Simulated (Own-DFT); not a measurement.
GaN (wurtzite, strained, atoms displaced) (calculated)

Computed with Own-DFT development build. A calculation, not a measurement: plane-wave PBE density functional theory by an unreviewed code, no spin, of a simulated periodic cell, stress positive in tension, free energy of the whole cell less one offset for each atom, forces on such cells passed a denser k mesh, this cell's mesh not checked; offsets are fitted by least squares, one for each functional and potential file, so energies compare only between cells with the same atoms and settings and are not formation energies; the far tail of each file's local potential was reset to the Coulomb form; each entry is a single point on an unrelaxed cell, so the pressure reflects the starting lattice, mostly measured values (interpolated for alloys), from which strain is counted, and rises with the displacements; printed positions are rounded, which can move forces by about a meV/angstrom; the program, named Own-DFT, is a retired in-house code; no spin-orbit coupling.

Settings shared by all entries: functional PBE; potential files PseudoDojo norm-conserving, scalar-relativistic, standard set with the stringent files for Ga; wave cutoff 96 hartree; occupations Gaussian; smearing width 0.01 eV; k mesh 3 x 4 x 3 centred on Gamma.

(1) GaN (wurtzite, strained, atoms displaced)

```
GaN
1.0
     12.9867    -0.1826    -0.0366
     -4.9886     8.4276     0.0710
     -0.0298     0.0716    10.3234
Ga N Ga N Ga N Ga N Ga N Ga N Ga N Ga N Ga N Ga N Ga N Ga N Ga N Ga N Ga N Ga N Ga N Ga N Ga N Ga N Ga N Ga N Ga N Ga N
2 2 2 2 2 2 2 2 2 2 2 2 2 2 2 2 2 2 2 2 2 2 2 2 2 2 2 2 2 2 2 2 2 2 2 2 2 2 2 2 2 2 2 2 2 2 2 2
Direct
  0.08665 0.22653 0.99844
  0.16566 0.10749 0.25840
  0.07967 0.21682 0.18398
  0.16857 0.11286 0.44232
  0.08973 0.22852 0.49610
  0.16707 0.10904 0.75400
  0.08905 0.22305 0.68938
  0.16499 0.11358 0.94705
  0.08354 0.55432 0.00629
  0.17019 0.44360 0.25589
  0.08044 0.55305 0.18691
  0.17425 0.45626 0.43355
  0.08428 0.55562 0.50588
  0.16751 0.43100 0.75271
  0.08135 0.55503 0.69107
  0.16819 0.44745 0.93749
  0.07443 0.87382 0.99669
  0.16654 0.77262 0.25774
  0.08152 0.88434 0.18894
  0.16765 0.78432 0.43663
  0.07782 0.88098 0.49955
  0.16350 0.77853 0.74920
  0.08321 0.89405 0.68967
  0.16694 0.77750 0.93803
  0.33155 0.22335 0.00379
  0.41426 0.10567 0.25328
  0.32651 0.22009 0.19877
  0.41489 0.11283 0.44074
  0.33589 0.22084 0.50433
  0.41308 0.10730 0.74933
  0.33299 0.22201 0.69300
  0.41377 0.09954 0.94205
  0.33018 0.55712 0.00824
  0.42083 0.44177 0.24612
  0.33142 0.56256 0.19798
  0.41265 0.44432 0.43698
  0.33727 0.56239 0.50372
  0.41150 0.44311 0.75385
  0.33281 0.55553 0.69302
  0.42648 0.44421 0.93389
  0.33181 0.88944 0.99252
  0.41436 0.78820 0.25590
  0.33074 0.88985 0.19523
  0.41917 0.78509 0.43599
  0.33374 0.88730 0.49451
  0.41407 0.76333 0.75823
  0.33322 0.88339 0.68891
  0.42589 0.78357 0.93936
  0.57915 0.21561 0.99315
  0.66680 0.10248 0.24033
  0.58125 0.21301 0.18537
  0.67114 0.11370 0.44162
  0.58317 0.22603 0.51063
  0.66508 0.10878 0.75315
  0.57924 0.20730 0.69417
  0.67115 0.11456 0.93974
  0.58263 0.54894 0.99473
  0.66765 0.45043 0.26195
  0.57586 0.55530 0.18274
  0.66927 0.45068 0.42950
  0.58584 0.55631 0.49627
  0.66737 0.44714 0.74728
  0.58619 0.55772 0.68420
  0.65939 0.43924 0.93230
  0.57918 0.88600 0.00268
  0.67076 0.77017 0.25811
  0.57990 0.88121 0.18545
  0.67426 0.78275 0.43704
  0.57928 0.88452 0.49908
  0.66247 0.77308 0.75083
  0.59002 0.89096 0.69414
  0.66524 0.77027 0.94451
  0.83400 0.22729 0.99952
  0.91844 0.10665 0.24457
  0.83283 0.22094 0.19344
  0.91628 0.10231 0.43453
  0.83345 0.21870 0.50079
  0.92328 0.11488 0.75029
  0.83115 0.22540 0.68790
  0.92819 0.11370 0.94279
  0.83740 0.56513 0.99294
  0.92512 0.46026 0.25101
  0.83064 0.55539 0.18582
  0.91919 0.45295 0.43350
  0.83448 0.55464 0.50245
  0.92092 0.44656 0.75026
  0.83869 0.55324 0.69299
  0.91621 0.44399 0.93591
  0.82883 0.88375 0.99517
  0.91757 0.78027 0.25456
  0.83677 0.89290 0.17895
  0.92811 0.79474 0.44203
  0.83009 0.88055 0.49922
  0.91901 0.77456 0.74453
  0.82664 0.88451 0.69099
  0.91863 0.77843 0.94286
```

```
free energy of cell above offsets : -4.888 eV
pressure                          : 3.03 GPa
stress xx                         : -0.38 GPa
stress yy                         : -0.89 GPa
stress zz                         : -7.84 GPa
stress yz                         : 0.77 GPa
stress xz                         : -0.84 GPa
stress xy                         : -5.35 GPa
```

Force:
```csv
element,x (eV/Å),y (eV/Å),z (eV/Å)
Ga,0.635,-0.178,0.783
Ga,-0.969,-0.389,-1.231
N,1.196,1.118,1.267
N,-0.088,-0.164,0.666
Ga,-0.451,-0.778,-0.076
Ga,-0.081,0.22,0.424
N,-0.165,-0.545,-0.683
N,0.684,-0.695,-1.085
Ga,-0.124,-0.064,-1.505
Ga,-1.005,-0.791,-1.925
N,1.579,0.594,0.865
N,-0.764,-0.501,2.366
Ga,-0.061,0.171,-0.86
Ga,-1.251,1.736,-0.061
N,1.386,0.075,-0.071
N,-0.021,0.282,0.47
Ga,1.658,2.172,1.447
Ga,-0.887,0.376,-1.98
N,0.539,0.016,0.303
N,0.059,-0.82,1.655
Ga,2.466,2.295,0.749
Ga,0.743,-0.108,-0.197
N,0.694,-0.619,-0.098
N,-0.463,-0.418,0.027
Ga,0.469,-0.569,0.247
Ga,0.093,1.191,-0.637
N,1.52,0.175,-1.293
N,0.658,0.212,0.503
Ga,-0.681,0.272,-0.497
Ga,-0.003,-0.492,0.364
N,0.283,0.006,-0.066
N,-1.039,1.889,-0.885
Ga,0.968,0.285,-0.04
Ga,-2.084,0.001,0.898
N,1.099,-0.211,-1.023
N,0.758,0.466,0.612
Ga,0.354,-0.401,-0.74
Ga,1.241,-0.091,-1.127
N,0.32,-0.766,-0.619
N,-2.658,-0.647,1.144
Ga,0.55,-1.279,1.527
Ga,1.124,-0.727,-1.803
N,-0.012,-0.42,-1.083
N,-0.207,-0.678,1.415
Ga,-0.203,0.483,1.28
Ga,-0.17,2.283,-1.049
N,-0.093,-0.146,-0.034
N,-2.423,-1.442,0.363
Ga,0.712,0.55,1.039
Ga,-0.602,0.691,1.152
N,-0.437,0.815,0.455
N,-1.308,-0.478,-0.45
Ga,0.797,-0.945,-1.745
Ga,0.844,-0.16,-0.163
N,-0.564,1.852,-0.099
N,-0.643,-0.691,0.06
Ga,0.864,0.715,0.778
Ga,0.166,-1.315,-5.752
N,2.214,0.176,0.722
N,-0.021,-0.214,5.082
Ga,-0.852,-0.099,0.177
Ga,-0.05,-0.612,0.061
N,-0.39,-0.797,0.086
N,1.206,0.346,0.501
Ga,2.245,0.745,-0.037
Ga,-0.946,0.888,-2.749
N,0.32,-0.102,1.386
N,-1.693,-1.111,0.691
Ga,1.2,1.466,0.642
Ga,0.357,0.324,0.608
N,-1.247,-1.067,-0.763
N,-0.808,0.61,-1.069
Ga,0.968,-0.564,0.763
Ga,-1.108,0.553,0.222
N,0.769,0.739,-0.728
N,-0.005,1.186,0.783
Ga,0.523,0.149,-0.742
Ga,-1.189,-0.648,0.119
N,1.166,-0.147,0.42
N,-2.434,-0.548,-1.181
Ga,-0.486,-2.384,0.91
Ga,-1.629,-2.042,-0.686
N,0.113,0.461,0.372
N,0.187,-0.348,1.504
Ga,0.467,0.407,-0.437
Ga,-0.364,-1.055,0.079
N,-1.024,0.097,-0.821
N,0.039,0.857,0.642
Ga,0.725,0.812,-0.079
Ga,-0.091,-0.065,-1.293
N,-0.109,-1.309,1.681
N,-2.755,-2.859,-0.608
Ga,1.01,1.691,1.029
Ga,-1.412,0.616,0.819
N,1.582,0.379,-0.097
N,-1.479,0.06,-1.992
```

(2) GaN (wurtzite, strained, atoms displaced)

```
GaN
1.0
     12.6269    -0.2224     0.1268
     -4.8795     8.4577    -0.0813
      0.1031    -0.0422    10.3915
Ga N Ga N Ga N Ga N Ga N Ga N Ga N Ga N Ga N Ga N Ga N Ga N Ga N Ga N Ga N Ga N Ga N Ga N Ga N Ga N Ga N Ga N Ga N Ga N
2 2 2 2 2 2 2 2 2 2 2 2 2 2 2 2 2 2 2 2 2 2 2 2 2 2 2 2 2 2 2 2 2 2 2 2 2 2 2 2 2 2 2 2 2 2 2 2
Direct
  0.08283 0.22150 0.99695
  0.17285 0.11309 0.25158
  0.08690 0.22647 0.19302
  0.16828 0.10715 0.43454
  0.07680 0.20816 0.49175
  0.16400 0.11215 0.74953
  0.07856 0.22290 0.68529
  0.16166 0.11850 0.94241
  0.07762 0.55492 0.00647
  0.16204 0.44827 0.25163
  0.08745 0.56721 0.18878
  0.16341 0.43993 0.43475
  0.08337 0.55215 0.50208
  0.17018 0.45034 0.74805
  0.08131 0.55674 0.68627
  0.16930 0.44635 0.95315
  0.08607 0.88545 0.00225
  0.16555 0.76593 0.25172
  0.08443 0.88837 0.19170
  0.16978 0.78782 0.43276
  0.08228 0.88111 0.50128
  0.17337 0.77761 0.74826
  0.08488 0.89086 0.68192
  0.16612 0.77256 0.93931
  0.33622 0.22563 0.00297
  0.40685 0.10393 0.24989
  0.32754 0.21369 0.18822
  0.42325 0.11580 0.43718
  0.33903 0.23057 0.50940
  0.41581 0.11336 0.74323
  0.33351 0.21753 0.68238
  0.41431 0.11488 0.94117
  0.32959 0.55320 0.99820
  0.41943 0.44490 0.25227
  0.33560 0.56401 0.19165
  0.41131 0.44002 0.43985
  0.33869 0.55120 0.49929
  0.41733 0.44728 0.74604
  0.32675 0.55933 0.68665
  0.40578 0.43665 0.93947
  0.33794 0.89147 0.99424
  0.41753 0.77742 0.25156
  0.34237 0.89120 0.19279
  0.41470 0.76710 0.43786
  0.33948 0.89187 0.49722
  0.41443 0.77506 0.75042
  0.33743 0.89219 0.68884
  0.42079 0.77820 0.94501
  0.58474 0.22927 0.00025
  0.66333 0.11325 0.25239
  0.58309 0.22379 0.18376
  0.66112 0.11450 0.43748
  0.57649 0.21698 0.50550
  0.66015 0.11615 0.75452
  0.58349 0.21630 0.69133
  0.66700 0.10639 0.93466
  0.58186 0.55138 0.00445
  0.66116 0.44205 0.24079
  0.58598 0.56782 0.18323
  0.67359 0.45462 0.43172
  0.58276 0.55445 0.50012
  0.66679 0.44734 0.75225
  0.57761 0.54439 0.69408
  0.66600 0.44511 0.94209
  0.58546 0.89487 0.99993
  0.66555 0.76793 0.25632
  0.58833 0.89119 0.18596
  0.66463 0.76678 0.44258
  0.58255 0.88828 0.50116
  0.66235 0.77783 0.75043
  0.58504 0.89394 0.68717
  0.66449 0.78198 0.93459
  0.82837 0.21266 0.99496
  0.91303 0.11026 0.25517
  0.83388 0.22351 0.18514
  0.92102 0.12346 0.44165
  0.82920 0.20760 0.49703
  0.91716 0.12137 0.75852
  0.83736 0.22717 0.69212
  0.90999 0.10676 0.93427
  0.82381 0.55034 0.00602
  0.91092 0.43898 0.25714
  0.82843 0.55956 0.18387
  0.91267 0.43318 0.43111
  0.83394 0.55053 0.49973
  0.92104 0.43831 0.75415
  0.82839 0.55170 0.69162
  0.91492 0.44907 0.93684
  0.82731 0.88448 0.99186
  0.91547 0.77381 0.25215
  0.83767 0.89860 0.19702
  0.91096 0.77424 0.43911
  0.82984 0.88691 0.49878
  0.91052 0.77194 0.75725
  0.83329 0.89000 0.68875
  0.92626 0.78370 0.94592
```

```
free energy of cell above offsets : -4.035 eV
pressure                          : 6.72 GPa
stress xx                         : -9.61 GPa
stress yy                         : -3.56 GPa
stress zz                         : -6.99 GPa
stress yz                         : -1.61 GPa
stress xz                         : 1.98 GPa
stress xy                         : -4.77 GPa
```

Force:
```csv
element,x (eV/Å),y (eV/Å),z (eV/Å)
Ga,-1.231,0.532,1.719
Ga,-2.904,-1.293,0.139
N,-0.354,-0.309,-0.478
N,0.035,0.143,1.24
Ga,2.312,2.085,1.251
Ga,-0.572,-0.394,0.156
N,1.322,0.587,0.159
N,2.332,-1.656,-1.098
Ga,0.724,-0.014,-0.659
Ga,0.909,-0.449,-0.589
N,-0.655,-2.943,-0.027
N,0.41,0.186,1.139
Ga,0.046,0.241,-0.979
Ga,-1.958,-1.779,1.095
N,1.19,0.473,0.256
N,-2.48,-0.643,-2.369
Ga,0.496,1.418,0.707
Ga,-0.435,3.34,-0.181
N,0.765,-0.124,-0.262
N,1.006,-1.627,1.283
Ga,-0.838,1.071,-0.823
Ga,-2.057,-0.017,0.303
N,0.181,-0.484,1.846
N,0.348,0.482,-0.472
Ga,-1.332,-0.642,-0.361
Ga,1.088,0.556,-0.044
N,2.308,2.308,-0.302
N,-1.974,-0.825,-0.053
Ga,-0.634,-1.673,-2.883
Ga,-0.285,-0.458,1.525
N,-0.374,0.96,2.291
N,0.668,-0.404,-1.092
Ga,1.343,1.202,1.677
Ga,-1.6,-0.187,-0.69
N,0.663,-1.379,-0.32
N,1.722,0.005,-0.341
Ga,-2.662,0.366,-0.224
Ga,-1.803,-1.238,1.351
N,2.797,0.235,-0.281
N,1.45,0.976,-0.55
Ga,-0.301,-0.116,1.221
Ga,0.607,0.314,-0.407
N,-1.135,-0.378,-0.922
N,-0.102,0.945,0.469
Ga,-0.483,-0.406,-0.098
Ga,0.306,0.774,0.488
N,0.595,0.059,-0.478
N,-0.902,-0.44,-1.544
Ga,0.317,-1.373,-0.213
Ga,0.246,-0.409,-0.87
N,-0.407,-0.175,0.542
N,0.884,-1.048,0.468
Ga,1.752,2.09,-0.453
Ga,2.315,-0.889,-0.664
N,-1.123,1.722,-0.438
N,-1.703,0.722,0.532
Ga,-1.371,0.914,-1.779
Ga,0.113,0.143,1.317
N,0.323,-2.272,0.808
N,-1.438,-1.678,0.382
Ga,0.839,-0.808,0.466
Ga,-0.219,-0.978,0.101
N,0.857,1.704,-1.176
N,-1.139,-0.3,-0.927
Ga,0.396,-0.519,0.742
Ga,-0.323,2.751,-0.518
N,0.139,0.072,0.945
N,-1.334,1.147,-0.222
Ga,0.082,0.051,-0.386
Ga,0.424,0.171,-0.56
N,-0.059,-0.364,0.211
N,-0.064,-1.567,0.383
Ga,0.348,1.748,1.067
Ga,0.597,0.96,-0.981
N,-0.125,0.027,0.201
N,-1.146,-3.295,-1.074
Ga,-1.477,1.97,1.4
Ga,0.069,-1.385,-2.149
N,-1.006,-0.969,-0.882
N,0.821,0.091,1.615
Ga,2.315,1.494,-1.106
Ga,-0.038,0.593,-2.668
N,1.101,-0.584,1.31
N,-0.055,0.592,2.592
Ga,0.096,0.525,0.365
Ga,-1.834,0.915,-0.229
N,1.425,0.285,-0.454
N,-0.162,-1.092,0.839
Ga,1.479,0.712,1.652
Ga,-0.324,0.994,-0.251
N,-0.05,-1.728,-1.139
N,0.769,-0.099,0.177
Ga,1.073,0.445,0.77
Ga,0.753,0.731,-0.813
N,-0.074,0.081,0.256
N,-2.613,-1.496,-0.98
```

(3) GaN (wurtzite, strained, atoms displaced)

```
GaN
1.0
     12.8932     0.0543     0.0340
     -4.7997     8.2030     0.1100
      0.0276     0.1536    10.3517
Ga N Ga N Ga N Ga N Ga N Ga N Ga N Ga N Ga N Ga N Ga N Ga N Ga N Ga N Ga N Ga N Ga N Ga N Ga N Ga N Ga N Ga N Ga N Ga N
2 2 2 2 2 2 2 2 2 2 2 2 2 2 2 2 2 2 2 2 2 2 2 2 2 2 2 2 2 2 2 2 2 2 2 2 2 2 2 2 2 2 2 2 2 2 2 2
Direct
  0.08622 0.21329 0.99679
  0.16434 0.11382 0.25730
  0.09089 0.23666 0.18464
  0.16622 0.10903 0.43676
  0.08234 0.22395 0.49670
  0.17545 0.10859 0.75928
  0.08310 0.21760 0.69072
  0.17645 0.11463 0.93546
  0.07971 0.55455 0.99747
  0.17069 0.45085 0.24505
  0.09248 0.55932 0.19230
  0.16572 0.44028 0.44022
  0.08399 0.55105 0.49872
  0.16652 0.44360 0.74848
  0.08211 0.54919 0.69874
  0.16058 0.43416 0.94196
  0.07706 0.89125 0.00166
  0.16877 0.78248 0.24766
  0.08154 0.89097 0.19183
  0.16650 0.77954 0.44534
  0.07850 0.88383 0.49642
  0.16365 0.78009 0.75392
  0.08601 0.88304 0.69253
  0.17088 0.77915 0.94126
  0.33756 0.22304 0.00180
  0.41946 0.11430 0.24811
  0.33302 0.21889 0.18971
  0.41391 0.10266 0.44056
  0.33506 0.23100 0.49379
  0.41706 0.10953 0.74847
  0.32949 0.22129 0.69418
  0.41624 0.12011 0.93053
  0.33279 0.56796 0.00218
  0.41456 0.43610 0.24129
  0.33523 0.55737 0.19050
  0.42086 0.45475 0.43713
  0.32599 0.54905 0.50803
  0.41898 0.44245 0.75978
  0.33711 0.55864 0.67926
  0.41753 0.44727 0.94450
  0.33683 0.88588 0.99809
  0.41814 0.77548 0.25561
  0.33634 0.88915 0.18902
  0.41665 0.77559 0.44192
  0.33575 0.89221 0.49609
  0.42281 0.77956 0.75348
  0.33140 0.89015 0.68500
  0.41876 0.77983 0.93484
  0.57033 0.21095 0.99503
  0.67125 0.11867 0.24199
  0.59011 0.22206 0.18685
  0.66809 0.11421 0.44895
  0.57804 0.22683 0.49635
  0.65999 0.10130 0.74487
  0.58247 0.21742 0.68368
  0.66836 0.11769 0.94741
  0.58518 0.56176 0.99683
  0.66045 0.43834 0.25483
  0.58251 0.55811 0.19577
  0.67224 0.44352 0.43450
  0.59001 0.55419 0.49575
  0.66499 0.45392 0.74482
  0.57787 0.54921 0.69452
  0.66025 0.43304 0.94276
  0.58184 0.88682 0.00672
  0.66115 0.77288 0.24639
  0.58080 0.88122 0.18838
  0.65555 0.76530 0.43730
  0.58889 0.87832 0.49845
  0.65798 0.76738 0.75055
  0.58753 0.89372 0.68299
  0.66744 0.77638 0.93893
  0.83614 0.22812 0.99936
  0.90716 0.10716 0.25286
  0.83566 0.22444 0.18920
  0.92886 0.12084 0.44187
  0.83167 0.21698 0.50145
  0.91584 0.10813 0.75498
  0.83333 0.22588 0.68306
  0.92989 0.11837 0.94167
  0.83420 0.55460 0.99168
  0.90889 0.43624 0.25578
  0.83544 0.55908 0.18441
  0.92256 0.44516 0.43713
  0.83302 0.55875 0.49876
  0.92626 0.45684 0.75303
  0.83235 0.54700 0.69077
  0.91887 0.44775 0.93232
  0.84132 0.88509 0.98309
  0.91761 0.78354 0.24530
  0.83289 0.89388 0.19017
  0.92164 0.78810 0.44177
  0.84008 0.89085 0.50079
  0.91131 0.78128 0.75832
  0.82962 0.88196 0.69049
  0.92132 0.77371 0.93334
```

```
free energy of cell above offsets : -3.684 eV
pressure                          : 6.86 GPa
stress xx                         : -4.36 GPa
stress yy                         : -8.77 GPa
stress zz                         : -7.44 GPa
stress yz                         : 2.79 GPa
stress xz                         : -0.08 GPa
stress xy                         : 1.24 GPa
```

Force:
```csv
element,x (eV/Å),y (eV/Å),z (eV/Å)
Ga,0.696,1.266,1.143
Ga,-0.243,0.251,-1.515
N,-0.336,-2.191,0.445
N,0.129,0.585,1.081
Ga,1.856,-0.278,1.654
Ga,-2.046,-0.586,-2.421
N,0.319,-0.221,-0.12
N,-0.666,-0.64,2.041
Ga,1.138,-0.185,0.97
Ga,0.361,-0.466,0.938
N,-2.414,0.2,-0.878
N,0.188,1.108,-0.604
Ga,-0.073,0.504,0.643
Ga,0.829,-0.597,0.659
N,0.681,1.518,-1.766
N,0.68,1.94,-0.674
Ga,2.57,0.126,0.327
Ga,0.092,-0.547,0.67
N,0.251,0.383,-0.661
N,0.307,-0.187,-1.174
Ga,1.559,0.805,1.552
Ga,1.971,-0.805,-0.273
N,-2.466,0.857,-0.581
N,-0.753,0.432,0.302
Ga,-0.86,0.068,0.241
Ga,0.469,-0.758,0.466
N,-0.004,-0.474,-0.28
N,-0.444,3.014,-1.267
Ga,-0.076,-0.922,1.067
Ga,-0.297,0.043,-1.316
N,1.674,0.98,-1.34
N,0.399,-1.689,1.059
Ga,-0.058,-2.607,0.177
Ga,-0.531,1.398,1.281
N,0.429,0.165,-0.493
N,0.409,-0.792,-0.332
Ga,0.738,0.558,-2.923
Ga,-1.61,-0.613,-1.043
N,0.124,-0.155,4.118
N,-0.351,0.779,0.174
Ga,-1.357,0.661,0.312
Ga,-0.352,-0.038,0.338
N,0.059,0.373,-0.362
N,0.196,0.254,-0.097
Ga,-0.063,-2.15,1.124
Ga,-1.307,-0.111,-2.246
N,0.701,-0.496,0.947
N,0.588,0.917,0.517
Ga,1.66,0.956,0.683
Ga,0.248,-1.675,1.768
N,-2.099,0.206,-0.178
N,-0.036,-0.603,-1.995
Ga,1.298,-1.787,0.758
Ga,0.996,2.465,0.74
N,-0.787,1.008,0.559
N,0.256,-1.146,-1.199
Ga,0.503,-1.884,1.279
Ga,0.902,1.003,-2.169
N,0.495,-1.29,-1.455
N,-0.595,0.718,0.929
Ga,-1.563,-1.259,0.7
Ga,2.075,-2.358,1.289
N,-0.058,0.801,-1.631
N,0.153,2.043,-0.93
Ga,0.511,0.582,-1.008
Ga,1.01,0.71,0.611
N,-0.316,1.27,0.482
N,3.056,1.492,-0.653
Ga,-2.967,1.601,-0.002
Ga,0.377,1.307,-0.166
N,0.095,-1.975,0.849
N,0.235,1.41,-0.377
Ga,0.277,-0.712,-0.203
Ga,2.233,0.929,-0.067
N,-0.371,-0.077,-0.622
N,-2.642,-1.878,-0.992
Ga,0.142,0.586,-0.063
Ga,-0.234,1.103,-1.267
N,0.392,-0.515,2.034
N,-2.202,-1.407,-0.462
Ga,-0.817,-1.707,1.294
Ga,1.091,1.922,-0.824
N,-0.406,-0.33,0.296
N,-1.264,0.115,0.708
Ga,1.507,-0.344,0.472
Ga,-1.213,-2.247,-1.397
N,-1.07,1.52,-0.337
N,-0.216,-0.004,1.586
Ga,-2.08,0.839,2.256
Ga,-0.352,-0.709,0.649
N,-0.059,-0.975,-0.997
N,-0.633,-1.653,-1.156
Ga,-1.418,0.368,0.108
Ga,2.172,-0.864,-3.275
N,-0.884,0.352,0.08
N,-0.508,0.419,1.417
```
